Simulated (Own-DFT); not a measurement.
# What a defect does to the pressure of its cell: C40 NbSi2

No measurement is shown. These are fixed-geometry runs of a retired plane-wave code named Own-DFT, which no person has reviewed; spin and spin-orbit coupling are neglected.

Common settings: PBE; PseudoDojo norm-conserving scalar-relativistic files; cutoff 42 hartree; 4 x 4 x 5 k mesh centred on Gamma; cold (Marzari-Vanderbilt) smearing of 0.2 eV.

Known weak points: forces on such cells failed a check on a denser k mesh; stress not checked against mesh or cutoff.

All runs share one cell, with vectors in Å (0.000, 8.324, 0.000); (-9.613, 0.000, 0.000); (0.000, 0.000, 6.586) and a volume of 527.0 Å³. Atoms were moved at random from their sites; u is the rms move along one axis. The defect's site can differ from row to row.

| cell | formula | u (Å) | P (GPa) |
|---|---|---|---|
| no defect | Nb12Si24 | 0.0196 | 1.50 |
| no defect | Nb12Si24 | 0.0215 | 1.56 |
| no defect | Nb12Si24 | 0.0513 | 2.87 |
| two Si on a Nb site each | Nb10Si26 | 0.0281 | 1.62 |
| two Si on a Nb site each | Nb10Si26 | 0.0317 | 1.56 |
| two Si on a Nb site each | Nb10Si26 | 0.0478 | 2.54 |
| two Nb vacancies | Nb10Si24 | 0.0279 | -0.05 |
| two Nb vacancies | Nb10Si24 | 0.0337 | -0.04 |
| two Nb vacancies | Nb10Si24 | 0.0494 | 0.69 |
| one Si vacancy | Nb12Si23 | 0.0273 | 1.03 |
| one Si vacancy | Nb12Si23 | 0.0305 | 1.04 |
| one Si vacancy | Nb12Si23 | 0.0475 | 1.66 |
| two Nb on a Si site each | Nb14Si22 | 0.0321 | ? |
| two Nb on a Si site each | Nb14Si22 | 0.0328 | 7.64 |
| two Nb on a Si site each | Nb14Si22 | 0.0486 | 8.22 |
| two Nb on a Si site each | Nb14Si22 | 0.0578 | 9.02 |

## What the rows give

P = P0 + c u² + a shift for each defect gives P0 = 1.32 GPa, c = 569 ± 37 GPa/Å² and a scatter of 0.12 GPa. The shifts, and each times the cell's volume:

- two Nb on a Si site each: 5.69 ± 0.10 GPa, 18.7 eV (9.4 eV for each of its 2 sites)
- two Si on a Nb site each: -0.19 ± 0.10 GPa, -0.6 eV (-0.3 eV for each of its 2 sites) (not resolved)
- one Si vacancy: -0.82 ± 0.10 GPa, -2.7 eV
- two Nb vacancies: -1.95 ± 0.10 GPa, -6.4 eV (-3.2 eV for each of its 2 sites)

A positive shift means that the defect pushes the cell outwards. Shift times volume (160.2 GPa Å³ is 1 eV) depends little on the cell's size, so, taken for each site, it can be compared between cells at like pressure. The atoms around the defects weren't relaxed, which would change these numbers.

## Check

Asked: what pressure belongs in the blank (two Nb on a Si site each, u = 0.0321 Å)?

Estimate: 7.60 ± 0.14 GPa. The hidden result is 7.68 GPa.
